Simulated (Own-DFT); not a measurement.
Simulation results for Si₄SnGe₁₁ (diamond-structure random alloy, atoms displaced)

A calculation, not a measurement: plane-wave density functional theory by an unreviewed code, no spin, of a simulated periodic cell, stress positive in tension, run twice, with PBE and with PBEsol, both on files made for PBE, so the change isn't that of files made for PBEsol, forces on such cells moved up to 12 meV/angstrom on a denser k mesh; the far tail of each file's local potential was reset to the Coulomb form; each entry is a single point on an unrelaxed cell, so the pressure reflects the starting lattice, mostly measured values (interpolated for alloys), from which strain is counted, and rises with the displacements; printed positions are rounded, which can move forces by about a meV/angstrom; the program, named Own-DFT, is a retired in-house code; no spin-orbit coupling; stress was not checked against mesh or cutoff. Program: Own-DFT development build.

Settings shared by all entries: functional PBE, then PBEsol; potential files PseudoDojo norm-conserving, scalar-relativistic, standard set; wave cutoff 49 hartree; occupations Fermi-Dirac; smearing width 0.1 eV; k mesh 3 x 3 x 3 centred on Gamma.

(1) Si₄SnGe₁₁ (diamond-structure random alloy, atoms displaced)

```xyz
64
Lattice="11.3064 0.0000 0.0000 0.0000 11.3064 0.0000 0.0000 0.0000 11.3064" Properties=species:S:1:pos:R:3 Si4SnGe11
Ge     0.0212    11.0488    11.3039
Ge    11.2538     2.9175     2.9495
Ge     2.7262     0.0347     2.7625
Ge     2.9666     2.7113     0.1239
Sn     1.4227     1.2968     1.3484
Si     1.3206     4.1366     4.2788
Ge     4.1833     1.3195     4.1801
Ge     4.2024     4.2570     1.4851
Ge     0.0071     0.1223     5.6875
Ge    11.2608     2.7609     8.4580
Ge     2.8329    11.2206     8.5394
Si     2.9700     2.8720     5.7111
Ge     1.4098     1.3977     6.9978
Sn     1.4473     4.2586     9.9436
Ge     4.2517     1.4653     9.8540
Ge     4.1850     4.2262     6.8932
Si     0.0311     5.6084    11.1193
Si     0.1763     8.5073     2.8709
Ge     2.6582     5.5539     2.9472
Ge     2.8941     8.5125     0.1366
Si     1.4388     7.1006     1.2621
Si     1.4758     9.8434     4.0747
Ge     4.2328     6.9921     4.2341
Ge     4.2219    10.0163     1.5183
Ge     0.0276     5.6036     5.7238
Ge     0.0856     8.4645     8.3371
Ge     2.8638     5.6548     8.4484
Ge     2.7464     8.4989     5.5658
Ge     1.4523     7.2374     7.0337
Sn     1.5734     9.8806     9.9009
Ge     4.1871     7.0631     9.8460
Si     4.2069     9.9400     7.0818
Ge     5.6416    11.2213     0.1239
Ge     5.5492     2.7186     2.8162
Ge     8.5883    11.2518     2.9117
Si     8.4955     2.7625    11.2295
Si     6.8860     1.4749     1.3230
Ge     6.9615     4.4059     4.3115
Ge     9.8349     1.3807     4.1562
Si     9.8891     4.1693     1.3079
Ge     5.6148    11.2682     5.6256
Ge     5.6593     2.6462     8.6122
Si     8.3823    11.2930     8.5884
Si     8.5178     2.7714     5.6132
Ge     7.1268     1.4655     7.0261
Si     7.1335     4.0917     9.8644
Ge     9.8418     1.4359     9.8575
Si     9.8337     4.2681     7.0950
Si     5.6713     5.6152    11.2399
Ge     5.6471     8.5007     2.7907
Ge     8.4054     5.6126     2.6802
Ge     8.4989     8.3156    11.2375
Ge     7.0385     7.1653     1.3438
Ge     7.0450     9.8553     4.1111
Ge     9.9088     7.0617     4.2064
Ge     9.8373     9.7581     1.3527
Sn     5.6890     5.7172     5.6141
Ge     5.6256     8.4106     8.5057
Ge     8.4082     5.6215     8.3579
Ge     8.4365     8.5807     5.5693
Ge     6.9564     7.0224     7.1898
Si     7.0130    10.0115     9.8089
Ge     9.8328     7.0592     9.9626
Ge     9.7935     9.8637     7.1043
```

- PBE pressure: 5.24 GPa
- PBE stress xx: -5.52 GPa
- PBE stress yy: -5.03 GPa
- PBE stress zz: -5.18 GPa
- PBE stress yz: -0.65 GPa
- PBE stress xz: 1.28 GPa
- PBE stress xy: -0.62 GPa
- PBEsol pressure: 2.56 GPa
- PBEsol stress xx: -2.83 GPa
- PBEsol stress yy: -2.36 GPa
- PBEsol stress zz: -2.5 GPa
- PBEsol stress yz: -0.63 GPa
- PBEsol stress xz: 1.22 GPa
- PBEsol stress xy: -0.6 GPa
- rms change of force components from PBE to PBEsol: 0.06 eV/Å

Force:
| force element | PBE force x (eV/Å) | PBE force y (eV/Å) | PBE force z (eV/Å) | PBEsol force x (eV/Å) | PBEsol force y (eV/Å) | PBEsol force z (eV/Å) |
| --- | --- | --- | --- | --- | --- | --- |
| Ge | -2.638 | 1.732 | -0.093 | -2.542 | 1.673 | -0.072 |
| Ge | -0.691 | -0.648 | -1.745 | -0.699 | -0.702 | -1.692 |
| Ge | 1.793 | -1.938 | 2.807 | 1.802 | -1.86 | 2.681 |
| Ge | 0.596 | 1.437 | -1.14 | 0.587 | 1.392 | -1.109 |
| Sn | -3.078 | 2.097 | -0.437 | -2.953 | 2.016 | -0.424 |
| Si | 1.162 | 0.437 | 1.743 | 1.106 | 0.457 | 1.681 |
| Ge | -0.237 | 0.488 | 1.084 | -0.193 | 0.454 | 1.006 |
| Ge | 0.53 | 0.552 | -0.171 | 0.478 | 0.474 | -0.135 |
| Ge | -0.693 | -2.056 | -1.324 | -0.683 | -1.956 | -1.255 |
| Ge | -0.288 | 0.465 | -0.804 | -0.256 | 0.411 | -0.745 |
| Ge | 2.137 | 3.21 | -2.872 | 2.047 | 3.14 | -2.744 |
| Si | -2.696 | -2.031 | -2.214 | -2.61 | -2.02 | -2.142 |
| Ge | 1.456 | 0.891 | 0.942 | 1.354 | 0.835 | 0.934 |
| Sn | 1.508 | -2.502 | -1.137 | 1.524 | -2.481 | -1.176 |
| Ge | -0.978 | -2.349 | 1.489 | -0.947 | -2.266 | 1.442 |
| Ge | 1.095 | 0.259 | 3.248 | 1.099 | 0.332 | 3.19 |
| Si | -2.399 | 2.244 | 3.446 | -2.357 | 2.204 | 3.319 |
| Si | -1.615 | -1.385 | -1.674 | -1.67 | -1.393 | -1.667 |
| Ge | 0.172 | 0.872 | -1.323 | 0.246 | 0.849 | -1.293 |
| Ge | 1.275 | -1.198 | 0.183 | 1.265 | -1.112 | 0.134 |
| Si | -1.033 | -1.042 | 1.524 | -0.95 | -1.007 | 1.476 |
| Si | -0.408 | 1.279 | 1.686 | -0.326 | 1.324 | 1.707 |
| Ge | -1.887 | 1.868 | -1.622 | -1.837 | 1.811 | -1.564 |
| Ge | 0.066 | -1.26 | 0.1 | 0.06 | -1.215 | 0.079 |
| Ge | -0.232 | 0.303 | -0.155 | -0.222 | 0.352 | -0.153 |
| Ge | -2.171 | 0.416 | 1.626 | -2.085 | 0.402 | 1.558 |
| Ge | 0.104 | 0.71 | -1.543 | 0.107 | 0.701 | -1.487 |
| Ge | 1.511 | 0.973 | -0.178 | 1.462 | 0.87 | -0.144 |
| Ge | 0.388 | -2.752 | -0.557 | 0.365 | -2.656 | -0.547 |
| Sn | -1.853 | -2.452 | 0.244 | -1.803 | -2.372 | 0.248 |
| Ge | 0.629 | -0.319 | 1.344 | 0.592 | -0.279 | 1.258 |
| Si | 0.213 | -0.998 | -0.468 | 0.205 | -0.976 | -0.456 |
| Ge | 0.327 | 0.758 | -1.864 | 0.242 | 0.72 | -1.786 |
| Ge | 0.82 | 1.289 | 0.335 | 0.727 | 1.274 | 0.352 |
| Ge | -1.801 | -0.198 | -2.559 | -1.723 | -0.225 | -2.443 |
| Si | -0.629 | 0.227 | 1.137 | -0.565 | 0.16 | 1.081 |
| Si | 2.259 | -0.224 | 0.592 | 2.15 | -0.242 | 0.599 |
| Ge | 3.638 | -4.718 | -3.465 | 3.513 | -4.542 | -3.39 |
| Ge | 0.934 | 1.076 | 1.561 | 0.94 | 1.004 | 1.485 |
| Si | 0.15 | 0.591 | -0.063 | 0.156 | 0.588 | 0.005 |
| Ge | 0.452 | 0.005 | 0.255 | 0.463 | 0.036 | 0.201 |
| Ge | 1.3 | 2.342 | -2.305 | 1.237 | 2.212 | -2.242 |
| Si | 0.862 | 0.707 | -1.419 | 0.917 | 0.763 | -1.448 |
| Si | -0.238 | 1.558 | 0.061 | -0.26 | 1.487 | 0.028 |
| Ge | -0.329 | -0.997 | 0.248 | -0.39 | -0.975 | 0.257 |
| Si | -0.546 | 1.139 | 0.222 | -0.55 | 1.125 | 0.134 |
| Ge | 0.362 | -1.586 | 0.472 | 0.411 | -1.527 | 0.429 |
| Si | 0.518 | -1.136 | -0.913 | 0.539 | -1.07 | -0.861 |
| Si | 0.078 | -0.226 | 0.054 | 0.045 | -0.188 | 0.085 |
| Ge | -0.814 | -0.535 | -0.106 | -0.767 | -0.501 | -0.104 |
| Ge | 0.674 | 0.15 | 0.33 | 0.61 | 0.187 | 0.36 |
| Ge | -1.574 | 2.811 | 0.132 | -1.49 | 2.691 | 0.166 |
| Ge | -0.824 | -1.531 | -0.101 | -0.757 | -1.454 | -0.072 |
| Ge | -0.185 | 0.79 | 1.036 | -0.166 | 0.76 | 1.011 |
| Ge | 0.288 | -0.095 | -0.241 | 0.246 | -0.106 | -0.201 |
| Ge | 0.69 | -0.246 | 1.257 | 0.66 | -0.21 | 1.182 |
| Sn | -1.744 | 1.08 | 2.463 | -1.704 | 1.041 | 2.394 |
| Ge | -0.415 | 1.978 | 0.134 | -0.406 | 1.835 | 0.126 |
| Ge | 0.437 | -0.501 | 1.846 | 0.392 | -0.416 | 1.79 |
| Ge | -0.048 | -1.467 | 0.699 | -0.037 | -1.413 | 0.672 |
| Ge | 1.821 | 1.916 | -0.542 | 1.758 | 1.849 | -0.516 |
| Si | -0.34 | -1.814 | 1.304 | -0.413 | -1.838 | 1.335 |
| Ge | 1.761 | -1.495 | -2.651 | 1.658 | -1.412 | -2.58 |
| Ge | 0.38 | 1.05 | 0.083 | 0.397 | 0.984 | 0.04 |

(2) Si₄SnGe₁₁ (diamond-structure random alloy, atoms displaced)

```xyz
64
Lattice="11.3064 0.0000 0.0000 0.0000 11.3064 0.0000 0.0000 0.0000 11.3064" Properties=species:S:1:pos:R:3 Si4SnGe11
Ge    11.2110     0.0425     0.0604
Ge     0.0242     2.8229     2.7632
Ge     2.7784     0.0578     2.7071
Si     2.8558     2.6602     0.0870
Si     1.2745     1.2807     1.2985
Sn     1.4858     4.3300     4.1300
Ge     4.2737     1.5069     4.0879
Ge     4.1135     4.2329     1.3230
Ge    11.3034    11.2978     5.7196
Ge    11.3003     2.7937     8.3613
Si     2.7220     0.0186     8.4972
Si     3.0018     2.9070     5.6748
Si     1.4442     1.3536     7.1794
Ge     1.5104     4.3466    10.0314
Ge     4.3173     1.4677     9.9169
Si     4.2079     4.2203     7.0869
Ge     0.0708     5.6081     0.0062
Ge     0.0076     8.4902     2.8754
Ge     2.7029     5.7129     2.8362
Ge     2.8412     8.4849    11.2286
Ge     1.4680     7.0486     1.4438
Ge     1.3544     9.9443     4.3361
Ge     4.2710     6.8870     4.0912
Ge     4.3585     9.9145     1.4708
Ge     0.0561     5.7369     5.7407
Ge     0.1267     8.3401     8.6390
Sn     2.8603     5.5272     8.2786
Ge     2.8327     8.4171     5.5896
Ge     1.4242     7.0816     6.9781
Ge     1.4885     9.9182     9.9131
Si     4.1991     7.0849     9.9303
Ge     4.0905     9.9686     7.2919
Sn     5.7157     0.0022    11.2029
Ge     5.7540     2.7695     2.9724
Ge     8.5675    11.2867     2.9123
Ge     8.4969     2.7380     0.1196
Si     6.9783     1.3992     1.4752
Ge     6.9105     4.3697     4.2864
Sn     9.8602     1.3834     4.2526
Si     9.9566     4.1913     1.3674
Ge     5.5849     0.0419     5.6063
Ge     5.7054     2.7940     8.4235
Ge     8.4456    11.2832     8.4141
Ge     8.4074     2.7730     5.8124
Ge     7.1080     1.4483     6.9817
Ge     6.9700     4.2448     9.7875
Si     9.9922     1.4885     9.9339
Ge     9.8273     4.1115     7.0655
Ge     5.6712     5.5758    11.2773
Ge     5.6532     8.4664     2.9243
Ge     8.3539     5.7061     2.8257
Si     8.4174     8.5714    11.2628
Ge     7.2039     7.1201     1.3240
Ge     7.0008     9.8021     4.1947
Ge     9.9977     7.0580     4.2289
Si     9.7707     9.8168     1.3947
Ge     5.6788     5.6474     5.5959
Si     5.7484     8.4148     8.5097
Si     8.4491     5.7379     8.5384
Ge     8.4232     8.3417     5.6577
Ge     6.9955     7.0393     7.0849
Ge     7.0417    10.0252     9.8850
Si     9.9117     7.2157     9.9163
Si     9.9795    10.0582     7.0197
```

* PBE pressure: 5.25 GPa
* PBE stress xx: -5.24 GPa
* PBE stress yy: -5.3 GPa
* PBE stress zz: -5.22 GPa
* PBE stress yz: -0.32 GPa
* PBE stress xz: 1.14 GPa
* PBE stress xy: -0.37 GPa
* PBEsol pressure: 2.57 GPa
* PBEsol stress xx: -2.56 GPa
* PBEsol stress yy: -2.62 GPa
* PBEsol stress zz: -2.53 GPa
* PBEsol stress yz: -0.32 GPa
* PBEsol stress xz: 1.09 GPa
* PBEsol stress xy: -0.35 GPa
* rms change of force components from PBE to PBEsol: 0.061 eV/Å

Force:
| force element | PBE force x (eV/Å) | PBE force y (eV/Å) | PBE force z (eV/Å) | PBEsol force x (eV/Å) | PBEsol force y (eV/Å) | PBEsol force z (eV/Å) |
| --- | --- | --- | --- | --- | --- | --- |
| Ge | -0.816 | -1.898 | -1.188 | -0.776 | -1.878 | -1.179 |
| Ge | -0.029 | -0.405 | -1.345 | -0.027 | -0.392 | -1.254 |
| Ge | -0.165 | -0.371 | 0.651 | -0.105 | -0.387 | 0.658 |
| Si | -1.071 | 0.496 | -0.584 | -0.995 | 0.521 | -0.599 |
| Si | 1.589 | 1.777 | 1.228 | 1.511 | 1.703 | 1.234 |
| Sn | -1.879 | -2.835 | 3.522 | -1.849 | -2.703 | 3.384 |
| Ge | -1.697 | -1.21 | 1.81 | -1.589 | -1.184 | 1.723 |
| Ge | 0.845 | -0.302 | 1.272 | 0.844 | -0.238 | 1.249 |
| Ge | 1.617 | 0.8 | 0.592 | 1.581 | 0.778 | 0.493 |
| Ge | 0.782 | 0.228 | 1.934 | 0.718 | 0.265 | 1.856 |
| Si | 0.586 | 0.947 | 1.304 | 0.63 | 0.858 | 1.337 |
| Si | -0.949 | -1.557 | 0.008 | -0.945 | -1.558 | -0.079 |
| Si | 0.27 | 0.911 | -1.764 | 0.175 | 0.932 | -1.757 |
| Ge | 0.012 | -2.716 | -0.675 | -0.016 | -2.582 | -0.667 |
| Ge | -2.335 | 0.753 | -1.687 | -2.194 | 0.721 | -1.648 |
| Si | 3.939 | -2.548 | -2.662 | 3.927 | -2.45 | -2.565 |
| Ge | -1.699 | 1.233 | 0.569 | -1.561 | 1.189 | 0.549 |
| Ge | -0.026 | 0.643 | -1.077 | -0.002 | 0.581 | -0.998 |
| Ge | 3.398 | 1.222 | -3.097 | 3.304 | 1.199 | -3.01 |
| Ge | 0.659 | 0.08 | 1.402 | 0.588 | 0.111 | 1.387 |
| Ge | -1.007 | 1.409 | -1.043 | -0.967 | 1.347 | -1 |
| Ge | 1.026 | -0.278 | -1.028 | 0.982 | -0.286 | -0.992 |
| Ge | -0.075 | 1.36 | 1.144 | -0.075 | 1.322 | 1.11 |
| Ge | -1.587 | -1.047 | 0.081 | -1.544 | -1.012 | 0.081 |
| Ge | -1.866 | -1.406 | -0.503 | -1.794 | -1.337 | -0.508 |
| Ge | -0.298 | 1.813 | -1.722 | -0.207 | 1.778 | -1.688 |
| Sn | -1.35 | 2.848 | 3.097 | -1.421 | 2.817 | 3.057 |
| Ge | 0.801 | 0.738 | 0.016 | 0.734 | 0.707 | 0.029 |
| Ge | -0.205 | 1.194 | 0.688 | -0.201 | 1.142 | 0.654 |
| Ge | -1.11 | 0.446 | 0.368 | -1.094 | 0.367 | 0.389 |
| Si | 1.471 | -0.274 | -0.785 | 1.404 | -0.293 | -0.733 |
| Ge | 1.738 | -1.409 | -1.727 | 1.697 | -1.383 | -1.729 |
| Sn | -1.49 | 1.234 | 2.86 | -1.488 | 1.163 | 2.734 |
| Ge | -0.04 | 1.594 | -2.332 | -0.085 | 1.554 | -2.195 |
| Ge | -2.944 | -2.181 | -2.784 | -2.86 | -2.109 | -2.645 |
| Ge | -0.242 | 0.547 | -0.869 | -0.245 | 0.538 | -0.86 |
| Si | 2.038 | 0.413 | 1.005 | 1.997 | 0.415 | 0.988 |
| Ge | 2.694 | -2.038 | -0.81 | 2.584 | -1.962 | -0.789 |
| Sn | 1.156 | 1.984 | 1.172 | 1.115 | 1.907 | 1.143 |
| Si | -0.943 | 0.615 | 0.524 | -0.917 | 0.595 | 0.509 |
| Ge | -0.29 | -0.636 | 0.302 | -0.265 | -0.598 | 0.28 |
| Ge | -0.855 | 0.274 | -0.608 | -0.79 | 0.243 | -0.545 |
| Ge | 1.484 | 0.97 | 0.386 | 1.373 | 0.956 | 0.383 |
| Ge | 0.289 | 2.323 | -2.585 | 0.291 | 2.232 | -2.474 |
| Ge | -1.946 | -2.119 | 1.453 | -1.875 | -2.034 | 1.41 |
| Ge | 1.754 | -0.066 | 0.874 | 1.643 | -0.086 | 0.867 |
| Si | -1.264 | -0.472 | -0.757 | -1.233 | -0.451 | -0.742 |
| Ge | 0.315 | 2.454 | 0.566 | 0.328 | 2.328 | 0.533 |
| Ge | -0.68 | 1.136 | 0.127 | -0.64 | 1.058 | 0.134 |
| Ge | -0.137 | -0.999 | -1.822 | -0.128 | -0.952 | -1.763 |
| Ge | 2.101 | -0.838 | -0.001 | 2.008 | -0.778 | 0.015 |
| Si | 0.877 | 0.086 | -0.629 | 0.763 | 0.08 | -0.629 |
| Ge | -1.756 | -0.021 | 0.123 | -1.733 | -0.072 | 0.179 |
| Ge | 1.198 | 1.138 | 1.589 | 1.155 | 1.092 | 1.533 |
| Ge | -1.364 | -0.528 | 0.312 | -1.322 | -0.496 | 0.313 |
| Si | 0.83 | 0.42 | 0.417 | 0.857 | 0.459 | 0.467 |
| Ge | -2.202 | 0.669 | 2.306 | -2.103 | 0.661 | 2.186 |
| Si | -1.71 | 0.916 | 0.931 | -1.636 | 0.925 | 0.881 |
| Si | 0.64 | -0.502 | -0.073 | 0.583 | -0.53 | -0.107 |
| Ge | 1.105 | 1.551 | -0.055 | 1.043 | 1.473 | -0.087 |
| Ge | 0.629 | -0.233 | 0.187 | 0.621 | -0.231 | 0.09 |
| Ge | 2.584 | -3.832 | -2.849 | 2.508 | -3.654 | -2.775 |
| Si | -1.024 | -1.536 | 0.773 | -0.923 | -1.499 | 0.751 |
| Si | -1.376 | -2.961 | 1.47 | -1.355 | -2.884 | 1.433 |

(3) Si₄SnGe₁₁ (diamond-structure random alloy, atoms displaced)

```xyz
64
Lattice="11.3064 0.0000 0.0000 0.0000 11.3064 0.0000 0.0000 0.0000 11.3064" Properties=species:S:1:pos:R:3 Si4SnGe11
Si     0.0456    11.2740    11.2592
Ge     0.0018     2.7849     2.9195
Si     2.8264     0.1316     2.9442
Ge     2.9055     2.8855    11.2907
Si     1.3924     1.4014     1.3061
Ge     1.3283     4.3304     4.2559
Ge     4.4621     1.3829     4.4243
Si     4.1376     4.2417     1.4091
Si    11.2765    11.2780     5.5347
Ge    11.1564     2.7509     8.5420
Ge     2.7350     0.0566     8.5795
Si     2.8049     2.7949     5.5902
Ge     1.4364     1.4596     6.9918
Ge     1.3926     4.1923    10.0599
Ge     4.2474     1.3194     9.9941
Ge     4.2907     4.1662     7.0144
Ge     0.1148     5.7830    11.1890
Ge     0.0069     8.4278     2.8177
Si     2.9403     5.5050     2.8321
Ge     2.7764     8.5373    11.2943
Ge     1.3058     7.1532     1.2526
Si     1.3759     9.8116     4.1231
Ge     4.2363     7.2104     4.3624
Si     4.2208     9.7238     1.5003
Ge    11.2823     5.6846     5.6404
Si     0.0328     8.4755     8.4674
Si     2.7144     5.6492     8.5174
Ge     2.7130     8.4201     5.6090
Ge     1.3597     7.0652     7.1765
Ge     1.4230     9.9374     9.9173
Si     4.1586     6.8904     9.8757
Ge     4.3692     9.8308     7.1879
Si     5.7201     0.0153    11.2886
Ge     5.6771     2.8008     2.9258
Sn     8.4773    11.2871     2.8422
Ge     8.5115     2.8200     0.0086
Ge     7.1611     1.3729     1.4313
Ge     7.1058     4.3052     4.2105
Ge     9.8566     1.4150     4.2031
Sn    10.0231     4.3501     1.4032
Ge     5.5954    11.1665     5.8101
Ge     5.6080     2.7987     8.3513
Ge     8.3860    11.2991     8.4467
Ge     8.5228     2.9463     5.6759
Ge     6.9489     1.3508     7.1638
Ge     7.2302     4.1540     9.8495
Ge     9.8823     1.4042     9.8029
Ge     9.9523     4.2318     7.1507
Ge     5.8072     5.8158     0.0328
Ge     5.6147     8.4855     2.7651
Ge     8.3957     5.5815     2.8278
Sn     8.5585     8.4897     0.1072
Si     7.1042     6.9745     1.4274
Ge     7.1501     9.8437     4.3611
Si     9.9307     7.0620     4.1814
Ge     9.7572     9.9542     1.4006
Ge     5.6518     5.6782     5.6392
Ge     5.6772     8.6912     8.5367
Ge     8.4775     5.6534     8.4820
Ge     8.4993     8.3745     5.6081
Ge     7.0507     7.1388     7.0718
Ge     7.2212     9.9009     9.7870
Si    10.0641     7.0952     9.9471
Sn     9.9525     9.9305     7.0509
```

- PBE pressure: 5.06 GPa
- PBE stress xx: -4.82 GPa
- PBE stress yy: -5.15 GPa
- PBE stress zz: -5.21 GPa
- PBE stress yz: 0.89 GPa
- PBE stress xz: -0.36 GPa
- PBE stress xy: 0.16 GPa
- PBEsol pressure: 2.36 GPa
- PBEsol stress xx: -2.14 GPa
- PBEsol stress yy: -2.45 GPa
- PBEsol stress zz: -2.51 GPa
- PBEsol stress yz: 0.83 GPa
- PBEsol stress xz: -0.35 GPa
- PBEsol stress xy: 0.14 GPa
- rms change of force components from PBE to PBEsol: 0.059 eV/Å

Force:
| force element | PBE force x (eV/Å) | PBE force y (eV/Å) | PBE force z (eV/Å) | PBEsol force x (eV/Å) | PBEsol force y (eV/Å) | PBEsol force z (eV/Å) |
| --- | --- | --- | --- | --- | --- | --- |
| Si | -1.008 | 0.548 | 0.507 | -1.031 | 0.492 | 0.448 |
| Ge | 1.147 | -0.508 | -0.713 | 1.069 | -0.452 | -0.661 |
| Si | 0.205 | -1.194 | -1.012 | 0.245 | -1.128 | -0.958 |
| Ge | -0.344 | -1.228 | 0.756 | -0.364 | -1.197 | 0.662 |
| Si | 0.525 | 0.129 | 1.121 | 0.528 | 0.202 | 1.102 |
| Ge | 1.676 | -0.987 | -0.417 | 1.554 | -0.966 | -0.395 |
| Ge | -2.104 | 0.171 | -0.715 | -1.978 | 0.161 | -0.689 |
| Si | 2.231 | 0.065 | 0.234 | 2.236 | 0 | 0.155 |
| Si | 1.703 | 0.886 | -0.826 | 1.626 | 0.908 | -0.783 |
| Ge | 2.662 | 1.091 | -0.953 | 2.549 | 1.057 | -0.922 |
| Ge | 0.95 | -0.076 | -1.243 | 0.923 | -0.074 | -1.18 |
| Si | 0.498 | 0.701 | 0.052 | 0.496 | 0.686 | 0.053 |
| Ge | -0.754 | -0.508 | 0.126 | -0.737 | -0.509 | 0.193 |
| Ge | 0.073 | -0.061 | -2.237 | 0.054 | -0.064 | -2.126 |
| Ge | 0.358 | 0.888 | -0.79 | 0.29 | 0.898 | -0.816 |
| Ge | -1.893 | 1.108 | -0.346 | -1.759 | 1.062 | -0.333 |
| Ge | -0.378 | -0.585 | -0.094 | -0.313 | -0.611 | -0.031 |
| Ge | -0.78 | 0.494 | -0.584 | -0.756 | 0.465 | -0.643 |
| Si | -1.305 | 2.065 | 0.484 | -1.336 | 2.076 | 0.55 |
| Ge | 1.317 | -0.748 | -0.272 | 1.189 | -0.732 | -0.272 |
| Ge | 1.999 | -0.415 | 2.06 | 1.904 | -0.375 | 1.95 |
| Si | 0.466 | 1.534 | 0.754 | 0.454 | 1.421 | 0.73 |
| Ge | 0.318 | -1.86 | -1.734 | 0.331 | -1.782 | -1.648 |
| Si | -0.708 | 2.903 | -1.036 | -0.697 | 2.785 | -1.011 |
| Ge | -0.455 | 0.369 | 0.697 | -0.404 | 0.313 | 0.705 |
| Si | 0.314 | -0.206 | 1.708 | 0.35 | -0.165 | 1.63 |
| Si | 0.883 | -1.286 | -0.169 | 0.801 | -1.296 | -0.209 |
| Ge | -0.225 | 1.293 | 1.323 | -0.174 | 1.196 | 1.301 |
| Ge | 0.342 | -0.178 | -0.77 | 0.334 | -0.174 | -0.828 |
| Ge | -0.748 | -0.783 | -0.435 | -0.646 | -0.764 | -0.426 |
| Si | 0.57 | 1.851 | 0.286 | 0.606 | 1.849 | 0.338 |
| Ge | -4.079 | 0.752 | -1.016 | -3.899 | 0.748 | -0.982 |
| Si | 0.026 | -1.376 | 0.872 | 0.054 | -1.323 | 0.827 |
| Ge | -0.063 | 0.472 | -1.443 | -0.025 | 0.431 | -1.348 |
| Sn | -0.753 | -0.024 | 1.465 | -0.723 | -0.015 | 1.413 |
| Ge | 0.352 | -0.757 | -0.144 | 0.338 | -0.73 | -0.16 |
| Ge | -2.418 | 1.613 | -1.534 | -2.302 | 1.591 | -1.459 |
| Ge | -0.97 | -0.83 | 1.139 | -0.932 | -0.805 | 1.098 |
| Ge | 1.016 | 1.058 | 1.964 | 0.968 | 1.064 | 1.867 |
| Sn | -0.197 | -0.589 | -0.263 | -0.208 | -0.582 | -0.247 |
| Ge | 1.58 | 0.339 | -0.858 | 1.533 | 0.346 | -0.816 |
| Ge | 0.018 | 0.102 | 2.544 | 0.029 | 0.086 | 2.436 |
| Ge | 1.072 | 1.395 | -0.03 | 1.026 | 1.346 | -0.019 |
| Ge | -0.546 | -1.209 | 0.262 | -0.52 | -1.16 | 0.24 |
| Ge | 1.129 | 0.432 | -1.735 | 1.075 | 0.401 | -1.656 |
| Ge | -1.902 | 0.414 | 0.001 | -1.813 | 0.405 | -0.003 |
| Ge | -1.033 | -1.685 | 1.939 | -1.025 | -1.591 | 1.839 |
| Ge | -0.407 | 0.75 | -0.63 | -0.409 | 0.717 | -0.61 |
| Ge | -1.85 | -2.477 | -1.316 | -1.791 | -2.437 | -1.306 |
| Ge | 1.516 | -0.836 | 1.072 | 1.478 | -0.836 | 1.117 |
| Ge | 0.924 | 1.961 | 0.101 | 0.898 | 1.839 | 0.112 |
| Sn | -1.405 | -2.353 | -2.182 | -1.355 | -2.198 | -2.115 |
| Si | -0.393 | 1.146 | 1.778 | -0.381 | 1.114 | 1.751 |
| Ge | -2 | -0.505 | -0.191 | -1.933 | -0.497 | -0.175 |
| Si | -0.808 | -0.496 | 0.073 | -0.791 | -0.486 | 0.07 |
| Ge | 5.116 | 0.722 | 0.494 | 4.928 | 0.672 | 0.505 |
| Ge | 0.1 | 0.188 | 0.308 | 0.1 | 0.187 | 0.3 |
| Ge | 0.468 | -3.693 | 1.306 | 0.486 | -3.531 | 1.216 |
| Ge | 0.899 | 1.108 | 0.202 | 0.851 | 1.026 | 0.174 |
| Ge | 0.57 | -0.596 | -0.074 | 0.498 | -0.531 | -0.041 |
| Ge | -0.347 | -0.432 | 0.508 | -0.323 | -0.419 | 0.472 |
| Ge | -1.658 | 0.438 | 1.941 | -1.597 | 0.423 | 1.828 |
| Si | -0.974 | -0.002 | -2.113 | -0.98 | -0.047 | -2.023 |
| Sn | -0.52 | -0.504 | -0.201 | -0.599 | -0.487 | -0.188 |
